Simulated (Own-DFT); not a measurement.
Simulation results for Si₃N₄ (beta silicon nitride, atoms displaced)

All values are calculated (Own-DFT development build). A calculation, not a measurement: plane-wave PBE density functional theory by an unreviewed code, no spin, of a simulated periodic cell, stress positive in tension, free energy of the whole cell less one offset for each atom, forces on such cells passed a denser k mesh, this cell's mesh not checked; offsets are fitted by least squares, one for each functional and potential file, so energies compare only between cells with the same atoms and settings and are not formation energies; the far tail of each file's local potential was reset to the Coulomb form; each entry is a single point on an unrelaxed cell, so the pressure reflects the starting lattice, mostly measured values (interpolated for alloys), from which strain is counted, and rises with the displacements; printed positions are rounded, which can move forces by about a meV/angstrom; the program, named Own-DFT, is a retired in-house code; no spin-orbit coupling.

Settings shared by all entries: functional PBE; potential files PseudoDojo norm-conserving, scalar-relativistic, standard set; wave cutoff 42 hartree; occupations Fermi-Dirac; smearing width 0.1 eV; k mesh 3 x 3 x 3 centred on Gamma.

(1) Si₃N₄ (beta silicon nitride, atoms displaced)

```
CELL_PARAMETERS angstrom
7.60600 0.00000 0.00000
-3.80300 6.58700 0.00000
0.00000 0.00000 8.72700
ATOMIC_POSITIONS crystal
Si 0.17198 0.76938 0.08357
Si 0.23134 0.39939 0.08736
Si 0.59733 0.83038 0.08420
Si 0.83072 0.23162 0.24748
Si 0.77351 0.60411 0.24831
Si 0.40042 0.17076 0.25048
N 0.32980 0.02670 0.08640
N 0.97204 0.30106 0.08657
N 0.69661 0.66448 0.08196
N 0.67201 0.97368 0.25523
N 0.02913 0.70275 0.24794
N 0.30261 0.33181 0.25186
N 0.33900 0.66686 0.08242
N 0.66678 0.33006 0.25230
Si 0.17435 0.77242 0.41562
Si 0.23035 0.40114 0.41584
Si 0.59073 0.82812 0.41286
Si 0.83287 0.23344 0.58538
Si 0.77527 0.60112 0.58568
Si 0.40530 0.17533 0.58397
N 0.33122 0.03220 0.41531
N 0.97045 0.30531 0.41453
N 0.70351 0.67275 0.41995
N 0.67109 0.97131 0.58061
N 0.03297 0.70105 0.58373
N 0.30194 0.33402 0.58814
N 0.33644 0.66748 0.41784
N 0.66449 0.33146 0.58305
Si 0.17490 0.76795 0.74923
Si 0.22497 0.39967 0.74787
Si 0.59355 0.82557 0.75210
Si 0.82617 0.23094 0.91330
Si 0.76809 0.59487 0.91642
Si 0.40008 0.16853 0.91387
N 0.33292 0.03431 0.74989
N 0.96915 0.29836 0.75298
N 0.70126 0.66287 0.75121
N 0.67287 0.96769 0.91712
N 0.02515 0.69350 0.91827
N 0.29633 0.33089 0.91548
N 0.32959 0.66520 0.75186
N 0.66325 0.33404 0.92026
```

* free energy of cell above offsets: -7.039 eV
* pressure: 5.56 GPa
* stress xx: -4.88 GPa
* stress yy: -3.63 GPa
* stress zz: -8.17 GPa
* stress yz: 0.33 GPa
* stress xz: 0.56 GPa
* stress xy: -1.72 GPa

Force:
```csv
element,x (eV/Å),y (eV/Å),z (eV/Å)
Si,1.429,-1.088,-0.339
Si,-0.351,1.752,-1.312
Si,0.014,-0.976,0.593
Si,-2.007,0.565,1.058
Si,-0.436,-2.623,0.964
Si,1.91,1.333,-0.207
N,-0.384,0.511,-1.148
N,0.149,-0.291,-1.532
N,-0.693,1.176,0.257
N,0.282,-0.364,-2.029
N,0.692,0.43,0.649
N,0.176,-0.583,0.07
N,-1.284,-0.204,0.285
N,-0.483,0.911,-0.295
Si,0.837,-0.811,-0.072
Si,-0.323,1.411,0.841
Si,1.177,-0.65,1.691
Si,-2.099,-0.292,-1.15
Si,-0.441,-1.867,-0.841
Si,0.718,0.572,-0.377
N,-0.477,-0.447,0.884
N,0.915,-0.045,0.775
N,-0.389,0.495,-0.816
N,0.181,-0.218,1.096
N,0.146,0.239,-0.185
N,0.095,-0.734,-1.637
N,-1.304,-0.58,-0.224
N,0.985,0.867,0.229
Si,-0.16,0.18,0.765
Si,0.579,1.666,1.463
Si,0.267,-0.82,-1.242
Si,-1.243,0.389,2.003
Si,0.011,-1.107,0.511
Si,0.276,1.725,1.569
N,-0.287,-1.797,-0.453
N,0.001,-0.008,-0.926
N,-1.723,1.601,-0.124
N,0.027,0.841,-0.104
N,0.976,0.9,-0.592
N,0.689,-0.973,0.372
N,0.783,-0.103,-0.156
N,0.769,-0.982,-0.312
```

(2) Si₃N₄ (beta silicon nitride, atoms displaced)

```
CELL_PARAMETERS angstrom
7.60600 0.00000 0.00000
-3.80300 6.58700 0.00000
0.00000 0.00000 8.72700
ATOMIC_POSITIONS crystal
Si 0.17830 0.77431 0.08530
Si 0.23176 0.40815 0.08277
Si 0.59274 0.82558 0.08355
Si 0.82861 0.22626 0.24956
Si 0.77422 0.59781 0.24755
Si 0.40517 0.17283 0.24746
N 0.33464 0.03668 0.08377
N 0.96948 0.30372 0.08675
N 0.69631 0.66332 0.08274
N 0.67187 0.96985 0.24972
N 0.03282 0.69964 0.25423
N 0.30629 0.33680 0.25100
N 0.33413 0.66516 0.08491
N 0.66764 0.33417 0.25570
Si 0.17143 0.76325 0.41627
Si 0.22867 0.40433 0.41285
Si 0.59998 0.82578 0.41525
Si 0.82586 0.23171 0.58436
Si 0.77227 0.59746 0.58398
Si 0.39959 0.17109 0.58297
N 0.33145 0.02705 0.41844
N 0.96728 0.29977 0.42120
N 0.69931 0.66795 0.41974
N 0.66460 0.96747 0.57992
N 0.03257 0.69900 0.58312
N 0.30038 0.33112 0.58144
N 0.33058 0.66911 0.41163
N 0.66789 0.32748 0.58233
Si 0.17277 0.76797 0.75302
Si 0.23303 0.40458 0.74958
Si 0.58931 0.82198 0.74854
Si 0.82886 0.23215 0.91600
Si 0.76537 0.59218 0.91712
Si 0.40168 0.17041 0.91336
N 0.33607 0.03446 0.75374
N 0.97211 0.30005 0.75018
N 0.69905 0.66467 0.74661
N 0.67373 0.97105 0.91725
N 0.03386 0.69967 0.91629
N 0.30143 0.33586 0.91639
N 0.33832 0.67031 0.75685
N 0.66785 0.33463 0.91711
```

* free energy of cell above offsets: -7.263 eV
* pressure: 5.58 GPa
* stress xx: -4.9 GPa
* stress yy: -4.54 GPa
* stress zz: -7.31 GPa
* stress yz: -0.67 GPa
* stress xz: 0.76 GPa
* stress xy: -0.23 GPa

Force:
```csv
element,x (eV/Å),y (eV/Å),z (eV/Å)
Si,0.24,-0.836,-0.076
Si,0.223,-0.291,0.446
Si,0.526,-0.179,-0.253
Si,-1.692,1.28,1.152
Si,-0.626,-1.389,1.143
Si,0.616,1.252,1.994
N,-0.305,-1.393,-0.693
N,0.748,-0.025,-0.973
N,-0.45,0.981,0.129
N,0.234,-0.629,-0.302
N,-0.52,0.221,-1.762
N,-0.126,-0.698,-0.866
N,-0.687,1.061,-0.078
N,0.55,-0.272,-0.585
Si,0.581,1.224,0.875
Si,-0.026,0.904,0.957
Si,-1.531,-0.512,0.261
Si,-0.281,-0.728,0.244
Si,0.377,-1.935,-0.443
Si,1.57,0.783,-0.243
N,-0.585,0.022,-0.845
N,0.881,-0.022,-1.347
N,0.504,0.148,-1.158
N,0.455,0.213,0.989
N,-0.108,0.151,0.726
N,-0.258,0.009,0.128
N,1.746,-0.825,0.303
N,-1.592,1.236,0.284
Si,0.982,0.307,-0.949
Si,-0.313,0.812,-0.329
Si,1.438,1.139,-0.086
Si,-0.736,0.266,0.354
Si,0.68,-0.077,-0.584
Si,0.59,2.363,1.412
N,-0.618,-1.755,-1.49
N,0.088,-0.055,-0.005
N,-0.77,0.837,1.153
N,0.021,-0.469,-0.269
N,-1.072,-0.102,1.084
N,0.747,-0.953,0.196
N,-1.472,-1.293,-0.469
N,-0.027,-0.772,-0.026
```

(3) Si₃N₄ (beta silicon nitride, atoms displaced)

```
CELL_PARAMETERS angstrom
7.60600 0.00000 0.00000
-3.80300 6.58700 0.00000
0.00000 0.00000 8.72700
ATOMIC_POSITIONS crystal
Si 0.17049 0.76880 0.08365
Si 0.22863 0.40351 0.08164
Si 0.59854 0.82435 0.08506
Si 0.82586 0.22547 0.25421
Si 0.77120 0.59542 0.25246
Si 0.39894 0.17050 0.25143
N 0.33639 0.03513 0.08248
N 0.97017 0.30276 0.08426
N 0.69811 0.66848 0.08439
N 0.66727 0.97160 0.24806
N 0.03177 0.70050 0.25046
N 0.30448 0.33108 0.25340
N 0.33117 0.66390 0.08382
N 0.66739 0.33341 0.24868
Si 0.17258 0.76888 0.41798
Si 0.22734 0.40260 0.42259
Si 0.59610 0.82933 0.41627
Si 0.82805 0.23331 0.58105
Si 0.76734 0.59584 0.58210
Si 0.40344 0.17252 0.58572
N 0.33452 0.03273 0.41831
N 0.96979 0.29920 0.41422
N 0.70090 0.66775 0.41763
N 0.66940 0.96622 0.58242
N 0.03597 0.70079 0.58073
N 0.30046 0.33024 0.58230
N 0.33606 0.66715 0.41755
N 0.66947 0.32863 0.58316
Si 0.16927 0.76759 0.75256
Si 0.23416 0.40625 0.74879
Si 0.59334 0.83202 0.75026
Si 0.81925 0.22827 0.91354
Si 0.76277 0.59332 0.91483
Si 0.40663 0.17741 0.91791
N 0.33111 0.03091 0.75224
N 0.97087 0.30433 0.75048
N 0.69985 0.66823 0.75178
N 0.66633 0.96877 0.91770
N 0.03155 0.69835 0.91510
N 0.29998 0.32848 0.91223
N 0.32909 0.66449 0.75327
N 0.66656 0.33499 0.91146
```

* free energy of cell above offsets: -7.308 eV
* pressure: 5.46 GPa
* stress xx: -4.49 GPa
* stress yy: -4.62 GPa
* stress zz: -7.27 GPa
* stress yz: 0.37 GPa
* stress xz: -0.1 GPa
* stress xy: 0.62 GPa

Force:
```csv
element,x (eV/Å),y (eV/Å),z (eV/Å)
Si,1.477,0.14,-0.404
Si,0.523,0.288,0.608
Si,-1.904,-0.345,-0.449
Si,-1.291,1.705,-2.068
Si,-0.149,-1.206,-0.603
Si,1.611,1.18,-0.126
N,-0.553,-1.288,0.29
N,-0.568,-0.885,-0.381
N,0.833,-0.139,0.005
N,0.443,-0.978,0.717
N,-0.349,0.283,0.151
N,-1.486,0.348,-0.423
N,0.276,0.814,0.042
N,0.132,-0.38,0.22
Si,1.625,0.374,-0.688
Si,0.86,1.226,-2.089
Si,-0.161,-1.266,-0.269
Si,0.167,-0.506,0.819
Si,1.144,-0.943,0.714
Si,0.983,0.316,-0.239
N,-0.368,-0.951,0.072
N,0.261,-0.139,1.155
N,-0.756,0.906,-0.318
N,0.262,1.364,0.12
N,-1.78,-0.564,1.09
N,0.239,-0.313,0.84
N,-0.61,-0.231,0.061
N,-1.563,1.104,-0.017
Si,1.312,0.235,-0.871
Si,-0.767,0.322,0.27
Si,-0.063,-1.83,0.086
Si,0.864,1.075,1.004
Si,1.339,-0.086,0.845
Si,0.453,-0.286,-0.372
N,-0.168,-0.384,-0.155
N,0.132,-0.503,-0.571
N,-1.039,0.899,-1.091
N,0.26,0.124,0.017
N,-1.665,-0.316,0.99
N,-0.38,0.238,1.02
N,0.613,0.757,-0.287
N,-0.188,-0.16,0.287
```

(4) Si₃N₄ (beta silicon nitride, atoms displaced)

```
CELL_PARAMETERS angstrom
7.60600 0.00000 0.00000
-3.80300 6.58700 0.00000
0.00000 0.00000 8.72700
ATOMIC_POSITIONS crystal
Si 0.16851 0.76648 0.08468
Si 0.23320 0.40264 0.07889
Si 0.59555 0.82768 0.07950
Si 0.82441 0.23058 0.24981
Si 0.76573 0.59712 0.24660
Si 0.40667 0.17491 0.24732
N 0.33433 0.03355 0.08730
N 0.97175 0.30363 0.08203
N 0.70234 0.67163 0.08659
N 0.66679 0.97172 0.25004
N 0.02581 0.69766 0.24669
N 0.29757 0.32774 0.24765
N 0.33433 0.66581 0.08342
N 0.66531 0.33457 0.24958
Si 0.17592 0.77053 0.41365
Si 0.22950 0.40106 0.41963
Si 0.59578 0.83039 0.41415
Si 0.83011 0.23001 0.58338
Si 0.76844 0.58948 0.58669
Si 0.40164 0.17422 0.58415
N 0.33516 0.03466 0.41665
N 0.96888 0.30027 0.41618
N 0.70525 0.67275 0.42134
N 0.66761 0.96871 0.58523
N 0.03487 0.70087 0.58093
N 0.30406 0.33208 0.58830
N 0.33609 0.66690 0.41579
N 0.66543 0.33385 0.57893
Si 0.17035 0.76771 0.74964
Si 0.23089 0.39977 0.75108
Si 0.59406 0.82481 0.75073
Si 0.82613 0.23085 0.91745
Si 0.77079 0.59507 0.91939
Si 0.40508 0.17235 0.91221
N 0.33281 0.03156 0.74396
N 0.96956 0.30146 0.75247
N 0.69703 0.66698 0.75230
N 0.66481 0.96809 0.91872
N 0.02625 0.69762 0.91840
N 0.29878 0.33364 0.91560
N 0.33215 0.66443 0.74751
N 0.66570 0.33344 0.91835
```

* free energy of cell above offsets: -7.340 eV
* pressure: 5.38 GPa
* stress xx: -4.44 GPa
* stress yy: -4.33 GPa
* stress zz: -7.38 GPa
* stress yz: 0.66 GPa
* stress xz: -0.33 GPa
* stress xy: -0.61 GPa

Force:
```csv
element,x (eV/Å),y (eV/Å),z (eV/Å)
Si,1.759,0.439,-0.27
Si,-1.019,1.169,1.668
Si,-0.701,-0.837,1.664
Si,-0.387,0.829,-0.368
Si,0.548,-0.975,2.501
Si,0.073,0.693,1.22
N,-0.436,-1.377,-2.258
N,-0.139,-0.466,0.276
N,-0.847,0.603,-1.6
N,0.367,-0.089,-0.763
N,0.36,0.351,0.932
N,-0.091,-0.021,0.589
N,-0.492,0.125,-0.185
N,0.536,0.278,-0.158
Si,0.409,-0.139,0.016
Si,0.302,1.18,-0.968
Si,0.44,-1.206,1.033
Si,-1.676,0.103,0.224
Si,-0.102,0.867,-0.7
Si,1.623,0.455,-1.329
N,-0.448,-0.747,-0.307
N,0.498,-0.117,0.191
N,-0.57,0.387,-1.024
N,0.34,0.501,-0.27
N,-0.972,-0.354,0.445
N,-0.74,-0.145,-1.085
N,-0.528,-0.381,-0.089
N,0.795,-0.952,0.537
Si,1.27,-0.324,-0.204
Si,-1.197,1.894,-0.186
Si,-0.6,-0.476,-0.268
Si,-0.62,0.154,0.2
Si,-1.122,-0.632,-0.317
Si,0.094,0.334,1.119
N,-0.406,-0.942,1.826
N,0.277,-0.277,-0.51
N,0.548,0.074,0.217
N,0.389,0.862,-1.103
N,0.83,0.813,-0.57
N,1.805,-1.541,-0.23
N,-0.319,0.017,0.332
N,0.15,-0.132,-0.229
```
